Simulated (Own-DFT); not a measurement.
# Strain and stress in wurtzite AlN, 72 atoms (Al36N36)

All numbers below are calculated, not measured. They come from Own-DFT, an in-house plane-wave density functional program, since retired, whose code no person has reviewed. Each row is one single-point run on a periodic cell that was not relaxed, without spin or spin-orbit coupling.

Settings of every run: PBE; PseudoDojo norm-conserving scalar-relativistic files; cutoff 42 hartree; 4 x 4 x 3 k mesh centred on Gamma; Gaussian smearing of 0.01 eV.

Known limits: k mesh not checked against a denser one; stress not checked against mesh or cutoff.

Unstrained cell vectors in Å: (9.336, 0.000, 0.000); (-4.668, 8.085, 0.000); (0.000, 0.000, 9.964). The unstrained cell has measured lattice constants (interpolated for alloys), not those of this functional. That, the random moves and any unrelaxed bonds set the pressure at no strain. Each run strains this cell uniformly, with the atoms carried along. Every atom was also moved at random, by a Gaussian of width 0.05 Å on each axis. Strain is the symmetric tensor, in per cent. Stress is positive in tension, and the pressure is minus a third of its trace.

| run | e_xx (%) | e_yy (%) | e_zz (%) | e_yz (%) | e_xz (%) | e_xy (%) | s_xx (GPa) | s_yy (GPa) | s_zz (GPa) | s_yz (GPa) | s_xz (GPa) | s_xy (GPa) | P (GPa) | E (meV/atom) |
|---|---|---|---|---|---|---|---|---|---|---|---|---|---|---|
| 1 | 1.54 | 1.78 | -1.50 | -0.55 | -1.07 | 0.60 | 2.03 | 1.62 | -8.79 | -1.69 | -2.56 | 2.87 | 1.71 | 0.0 |
| 2 | 0.53 | 1.37 | 0.60 | -0.85 | -0.37 | -0.81 | -1.55 | 0.64 | -1.85 | -2.32 | -1.31 | -3.65 | 0.92 | 9.2 |
| 3 | 1.42 | 0.51 | -1.82 | 1.44 | 0.62 | 1.80 | 1.27 | -5.78 | -13.14 | 4.17 | 2.04 | 4.80 | 5.88 | 31.8 |
| 4 | -0.27 | 0.09 | 0.69 | 0.81 | 1.33 | -0.96 | -7.44 | -4.36 | -2.53 | 2.27 | 3.40 | -3.58 | 4.78 | 9.0 |
| 5 | -1.24 | 0.42 | -1.02 | 0.43 | 0.06 | -0.37 | -14.17 | -5.86 | -9.75 | 0.62 | 0.60 | -3.11 | 9.93 | 19.4 |
| 6 | 1.71 | -1.56 | 1.87 | -0.23 | -1.07 | -0.90 | 0.83 | -9.72 | 1.77 | -0.68 | -2.19 | -4.93 | 2.37 | 18.2 |
| 7 | -1.15 | 1.63 | 0.39 | 1.99 | 1.97 | -0.73 | -9.68 | -2.87 | -1.38 | 4.79 | 5.74 | -3.45 | 4.64 | 40.8 |
| 8 | -1.53 | -0.02 | 1.54 | 0.35 | -1.76 | -0.29 | -11.79 | -6.78 | 0.13 | -0.15 | -5.04 | -2.04 | 6.14 | 15.0 |
| 9 | -1.27 | -1.13 | 1.03 | 1.37 | -1.63 | -0.50 | -10.97 | -14.50 | -2.60 | 3.48 | -4.08 | -1.78 | 9.36 | 36.3 |
| 10 | 0.76 | -1.20 | -1.61 | -0.58 | -0.47 | -1.34 | -7.45 | -10.59 | -13.00 | -0.88 | -1.67 | -6.17 | 10.35 | 28.2 |
| 11 | -1.71 | 0.59 | -0.12 | -0.71 | 1.58 | 0.71 | -14.08 | -5.54 | -7.38 | -2.58 | 4.03 | 2.30 | 9.00 | 23.0 |
| 12 | 0.01 | -0.14 | -1.55 | 0.21 | 1.07 | -1.74 | -4.36 | -9.06 | -15.47 | 0.12 | 3.10 | -5.90 | 9.63 | 26.5 |
| 13 | 1.88 | 1.19 | -0.35 | -1.90 | -0.41 | -0.51 | 4.05 | 0.72 | -5.30 | -5.29 | -1.08 | -0.35 | 0.18 | 9.2 |
| 14 | 0.39 | 0.21 | -1.85 | 0.78 | 0.05 | -0.78 | -4.07 | -6.22 | -16.89 | 2.30 | 0.25 | -4.10 | 9.06 | 30.1 |
| 15 | -0.25 | 0.05 | -1.23 | 1.93 | 1.36 | 1.58 | -9.17 | -8.67 | -11.88 | 4.12 | 4.65 | 8.20 | 9.91 | 54.1 |
| 16 | -1.57 | -1.68 | -0.47 | 0.00 | 0.64 | 1.18 | -15.08 | -17.73 | -11.24 | -0.09 | 1.76 | 5.00 | 14.68 | 32.7 |
| 17 | -0.62 | -1.63 | -1.00 | -0.20 | 1.38 | -0.94 | -12.00 | -14.82 | -12.62 | -1.75 | 3.68 | -2.70 | 13.15 | 38.9 |
| 18 | 1.13 | -1.83 | -0.43 | 0.18 | 0.45 | 1.72 | ? | ? | ? | ? | ? | ? | ? | ? |

E is the free energy for each atom above the lowest run shown.

## Worked fit

Each stress component was fitted by least squares to a constant and the strains of the runs shown, as fractions, with shears doubled. Shear strains stay in the fit of a normal stress only where such slopes are resolved. The slopes, in GPa:

```
stress  at no strain  per e_xx  per e_yy  per e_zz  scatter
  s_xx          -6.1  471 ± 31  116 ± 33   66 ± 31     1.47
  s_yy          -6.7  135 ± 29  427 ± 31   78 ± 29     1.35
  s_zz          -5.9   52 ± 26  126 ± 28  482 ± 26     1.23
```

Each shear stress against twice its own strain: yz 137 ± 7, xz 136 ± 4, xy 198 ± 18 GPa. These are stiffnesses along x, y and z of the frame in which the cell vectors are given, which need not be the crystal's axes. The atoms are held to the strained lattice; where symmetry lets them move under strain, relaxing them would lower some slopes. The table should be nearly symmetric about its diagonal, and what it lacks of that shows the noise. A ninth of its sum, 217 ± 4 GPa, estimates the bulk modulus near the mean pressure of these runs, 7.2 GPa, so it lies above the value at zero pressure.

## Withheld run

Question: what normal stresses and pressure should run 18 give?

The fit gives s_xx = -3.2, s_yy = -13.4, s_zz = -9.7 and P = 8.8 GPa. The calculation gave -3.96, -15.45, -6.16 and P = 8.52 GPa.
